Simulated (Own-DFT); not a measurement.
# Strain and stress in fcc Cu, 16 atoms (Cu16)

Calculated results; nothing here was measured. The program, named Own-DFT, is a retired in-house plane-wave density functional code that no person has reviewed. Each row is one single-point run on a periodic cell that was not relaxed, without spin or spin-orbit coupling.

Settings of every run: PBE; PseudoDojo norm-conserving scalar-relativistic files; cutoff 50 hartree; 7 x 7 x 5 k mesh centred on Gamma; cold (Marzari-Vanderbilt) smearing of 0.2 eV.

Known limits: forces on such cells failed a check on a denser k mesh; stress not checked against mesh or cutoff.

Unstrained cell vectors in Å: (3.615, 3.615, 0.000); (-3.615, 3.615, 0.000); (0.000, 0.000, 7.230). The unstrained cell has measured lattice constants (interpolated for alloys), not those of this functional. That, the random moves and any unrelaxed bonds set the pressure at no strain. Each run strains this cell uniformly, with the atoms carried along. Every atom was also moved at random, by a Gaussian of width 0.05 Å on each axis. Strain is the symmetric tensor, in per cent. Stress is positive in tension, and the pressure is minus a third of its trace.

```
run  e_xx (%)  e_yy (%)  e_zz (%)  e_yz (%)  e_xz (%)  e_xy (%)  s_xx (GPa)  s_yy (GPa)  s_zz (GPa)  s_yz (GPa)  s_xz (GPa)  s_xy (GPa)  P (GPa)  E (meV/atom)
  1      0.83     -0.04     -1.14      0.20     -0.88      1.84       -4.13       -4.56       -4.01        0.12       -1.80        3.20     4.24          26.5
  2      0.21      0.07      0.55      1.46     -0.20      0.91       -1.06       -1.51       -0.78        2.48       -0.07        1.34     1.12           0.0
  3     -1.29      1.81      0.49      1.89      1.96      1.95       -2.31       -0.28       -1.28        2.78        3.71        3.08     1.29           8.1
  4      1.75      1.65      1.65     -0.93      0.98     -0.40        4.09        3.93        3.93       -1.66        1.71       -0.68    -3.98          16.7
  5     -1.61      0.51      1.68     -0.89      0.35     -1.07       -3.09       -1.93       -1.10       -1.69        0.71       -1.67     2.04          12.6
  6      1.03      1.82      0.03      1.30     -0.28      0.11        1.34        1.73        1.31        2.02       -0.66        0.17    -1.46           5.6
  7     -1.57     -0.01      0.35      1.63      1.58     -0.74       -5.68       -4.42       -4.46        2.90        3.23       -1.19     4.85          15.3
  8     -1.01     -0.18     -0.03      0.30      0.12      1.09       -6.04       -5.22       -5.04        0.62        0.08        1.53     5.43          26.0
  9      0.66     -1.22      0.14      1.72      0.03      0.55       -2.59       -4.72       -3.77        3.30        0.07        1.10     3.69          15.3
 10     -1.91      0.47      1.95      1.88      0.51     -0.57       -3.22       -2.28       -1.09        2.62        0.74       -0.94     2.20          12.1
 11      0.99      0.33     -1.15     -1.50     -0.01     -1.50       -1.81       -2.82       -2.62       -2.63        0.05       -2.41     2.42           5.9
 12     -0.79      0.98      1.59     -1.22     -1.67     -1.69       -1.75       -0.60       -0.01       -1.63       -2.35       -2.85     0.79          20.5
 13     -0.31      0.11      1.94      1.38      0.95     -0.37       -1.13       -0.68        0.80        1.96        1.36       -0.31     0.33          11.1
 14      1.64      1.18      1.57      1.27     -1.46      1.81        2.90        2.82        2.96        2.15       -1.78        2.23    -2.89          18.1
 15      0.67      0.71      0.41     -1.22     -0.83     -1.48           ?           ?           ?           ?           ?           ?        ?             ?
```

E is the free energy for each atom above the lowest run shown.

## Worked fit

Each stress component was fitted by least squares to a constant and the strains of the runs shown, as fractions, with shears doubled. Shear strains stay in the fit of a normal stress only where such slopes are resolved. The slopes, in GPa:

```
stress,at no strain,per e_xx,per e_yy,per e_zz,scatter
s_xx,-3.1,182 ± 15,120 ± 22,131 ± 18,0.63
s_yy,-3.3,113 ± 9,200 ± 14,129 ± 12,0.40
s_zz,-2.9,121 ± 12,137 ± 17,168 ± 14,0.50
```

Each shear stress against twice its own strain: yz 84 ± 5, xz 82 ± 6, xy 77 ± 4 GPa. These are stiffnesses along x, y and z of the frame in which the cell vectors are given, which need not be the crystal's axes. The atoms are held to the strained lattice; where symmetry lets them move under strain, relaxing them would lower some slopes. The table should be nearly symmetric about its diagonal, and what it lacks of that shows the noise. A ninth of its sum, 145 ± 6 GPa, estimates the bulk modulus near the mean pressure of these runs, 1.4 GPa.

## Withheld run

Question: what normal stresses and pressure should run 15 give?

The fit gives s_xx = -0.5, s_yy = -0.6, s_zz = -0.4 and P = 0.5 GPa. The calculation gave -0.47, -0.29, -0.56 and P = 0.44 GPa.
